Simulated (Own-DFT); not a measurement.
# Strain and stress in wurtzite GaN, 96 atoms (Ga48N48)

The numbers are computed, not measured, by runs of the plane-wave DFT program Own-DFT (in-house, retired, unreviewed) at fixed positions, with no spin and no spin-orbit coupling.

Settings: PBE; PseudoDojo norm-conserving scalar-relativistic files (stringent for Ga); cutoff 96 hartree; 3 x 4 x 3 k mesh centred on Gamma; Gaussian smearing of 0.01 eV.

Limits: forces on such cells passed a denser k mesh, each cell not checked; stress not checked against mesh or cutoff.

Unstrained cell vectors in Å: (12.756, 0.000, 0.000); (-4.783, 8.285, 0.000); (0.000, 0.000, 10.370). The unstrained cell has measured lattice constants (interpolated for alloys), not those of this functional. That, the random moves and any unrelaxed bonds set the pressure at no strain. Each run strains this cell uniformly, with the atoms carried along. Each coordinate of each atom was shifted by a normal deviate of width 0.05 Å. Strains are tensor components in per cent; tension counts as positive stress, and P is minus the mean normal stress.

```
run  e_xx (%)  e_yy (%)  e_zz (%)  e_yz (%)  e_xz (%)  e_xy (%)  s_xx (GPa)  s_yy (GPa)  s_zz (GPa)  s_yz (GPa)  s_xz (GPa)  s_xy (GPa)  P (GPa)  E (meV/atom)
  1      0.55     -1.13      1.19     -0.91     -1.40     -1.75       -4.67      -11.35       -2.41       -1.92       -2.99       -3.96     6.14          22.1
  2     -0.52      0.79      1.09     -1.90     -0.45      1.68       -8.44       -3.45       -2.70       -4.22       -0.76        5.38     4.86          22.0
  3      1.75      0.64      1.94     -0.64      1.17      0.09        1.63       -0.76        1.83       -1.42        2.42        0.20    -0.90           2.9
  4     -1.21     -0.81     -0.28      0.52      1.94     -0.37      -13.97      -11.06      -10.56        1.99        4.52       -0.59    11.86          29.0
  5     -0.04      1.80      0.33     -0.85      0.28     -1.50       -4.18       -0.47       -3.78       -1.61        0.52       -3.48     2.81           0.0
  6     -0.45      0.75     -0.81      0.51     -1.76      1.75       -7.37       -5.63      -11.11        0.75       -3.82        4.36     8.04          18.3
  7     -1.60     -1.14     -0.02      1.99      0.51      0.21      -15.73      -14.07      -10.37        5.02        1.57       -1.61    13.39          45.3
  8     -1.16     -1.94     -0.64     -0.44     -1.86     -0.51      -14.47      -17.71      -13.51       -0.97       -4.18       -0.97    15.23          49.8
  9     -0.33     -1.46     -1.67      0.28      1.82     -1.05      -11.88      -16.68      -17.35        0.54        3.52       -4.37    15.30          64.0
 10      1.72     -1.36      1.13      0.89      0.46      1.69        0.10      -11.92       -2.35        1.29        0.82        5.05     4.72          22.0
 11      0.37     -0.36      0.50      0.04     -0.24      0.62       -4.15       -8.42       -5.18        0.43       -0.19        1.49     5.92          10.4
 12      1.56      1.00      0.99      0.01     -0.60     -1.56        0.68       -1.05       -1.25        0.30       -0.90       -4.27     0.54           3.8
 13      1.27     -1.34     -1.06     -1.32     -1.08     -0.57       -5.23      -11.42      -12.19       -3.38       -2.49       -2.72     9.61          27.7
 14      1.47     -0.33      1.78     -1.85     -0.99     -1.29       -0.47       -4.71        0.65       -3.61       -2.28       -3.69     1.51           4.9
 15     -1.58     -0.66      1.67      0.55      1.52      0.00      -13.08       -9.32       -2.99        0.10        3.09        0.46     8.46          32.6
 16     -1.05      0.26      1.32     -1.20      0.43      1.13      -12.34       -5.71       -2.37       -2.62        0.89        5.03     6.81          30.5
 17      0.25      0.21     -1.98      0.29     -1.49      1.44       -8.55       -8.48      -17.00       -0.02       -2.72        7.37    11.34          51.2
 18      0.09     -1.25     -0.03      0.05     -0.38     -1.75           ?           ?           ?           ?           ?           ?        ?             ?
```

E is the free energy for each atom above the lowest run shown.

## Working it out

Each stress component was fitted by least squares to a constant and the strains of the runs shown, as fractions, with shears doubled. Shear strains stay in the fit of a normal stress only where such slopes are resolved. The slopes, in GPa:

| stress | at no strain | per e_xx | per e_yy | per e_zz | scatter |
|---|---|---|---|---|---|
| s_xx | -7.3 | 423 ± 23 | 111 ± 26 | 77 ± 23 | 1.07 |
| s_yy | -7.5 | 87 ± 20 | 420 ± 22 | 108 ± 20 | 0.91 |
| s_zz | -7.8 | 83 ± 13 | 93 ± 15 | 444 ± 13 | 0.59 |

The slope of each shear stress on twice its own strain, from a fit on all six strains: yz 111 ± 8, xz 105 ± 3, xy 153 ± 15 GPa. These are stiffnesses along x, y and z of the frame in which the cell vectors are given, with the crystal's c axis along z: C11, C12, C13 and C33. Hexagonal symmetry asks that xx and yy behave alike, which is a second check on the noise. The atoms are held to the strained lattice; where symmetry lets them move under strain, relaxing them would lower some slopes. Symmetry asks for nearly equal slopes across the diagonal; the mismatch is a measure of noise. A ninth of the table's sum, 205 ± 4 GPa, estimates the bulk modulus near the mean pressure of these runs, 7.4 GPa, so it lies above the value at zero pressure.

## The run left out

The question: what normal stresses and pressure should run 18 give?

The fitted form gives s_xx = -8.4, s_yy = -12.7, s_zz = -9.1 and P = 10.1 GPa. Computed: -8.29, -13.70, -8.32 and P = 10.10 GPa.
